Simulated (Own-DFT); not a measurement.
# From a pressure shift to a lattice shift: C11b WSi2, 30 atoms (Si20W10)

No measurement is shown. These are fixed-geometry runs of a retired plane-wave code named Own-DFT, which no person has reviewed; spin and spin-orbit coupling are neglected.

Caveats: forces on such cells failed a check on a denser k mesh; stress not checked against mesh or cutoff.

Each geometry was run with PBE and with PBEsol, otherwise alike: PseudoDojo norm-conserving scalar-relativistic files made for PBE; cutoff 50 hartree; 5 x 5 x 5 k mesh centred on Gamma; cold (Marzari-Vanderbilt) smearing of 0.2 eV. Unstrained cell vectors in Å: (-2.149, -5.953, 3.409); (-6.444, 2.976, 1.136); (-2.553, -2.948, -6.757). Each has a uniform strain, of which the change of volume is shown, and random moves of rms u per axis.

| run | volume change (%) | u (Å) | P with PBE (GPa) | P with PBEsol (GPa) |
|---|---|---|---|---|
| 1 | 1.01 | 0.0490 | 3.83 | -0.22 |
| 2 | 1.26 | 0.0543 | 4.10 | 0.07 |
| 3 | -1.56 | 0.0505 | 10.82 | 6.66 |
| 4 | -1.76 | 0.0497 | 11.23 | 7.06 |
| 5 | -3.33 | 0.0501 | 14.66 | 10.38 |
| 6 | -0.12 | 0.0454 | 6.07 | 1.98 |
| 7 | 0.85 | 0.0528 | 5.04 | 0.99 |
| 8 | 0.99 | 0.0482 | 3.92 | -0.12 |
| 9 | 0.46 | 0.0477 | 6.09 | 2.01 |
| 10 | -0.16 | 0.0528 | 7.78 | 3.66 |
| 11 | -1.92 | 0.0533 | 11.01 | ? |

The question: by how much does PBEsol shrink this cell, and what belongs in the blank?

## Working it out

Write v for the change of volume as a fraction. Fitted to v and u², the PBE pressure has a slope of -246 ± 9 GPa in v, with the ions held to the strained lattice. The difference PBEsol less PBE is -4.09 + 5.1 v GPa (slope ± 0.3) and averages -4.11 GPa. Divided by the mean slope of the two, 243 GPa, that makes PBEsol's volume at a given pressure, near 5 GPa, about 1.7 % smaller, or 0.56 % in lengths. At one volume PBEsol's slope is the smaller by 5 GPa, but its pressure there is lower too. If stiffness rises by about 4 GPa for each GPa, PBEsol at equal pressure is stiffer by about 11 GPa. Files made for PBEsol would give a different shift.

For run 11 the line gives 6.82 GPa. DFT gave 6.81 GPa.
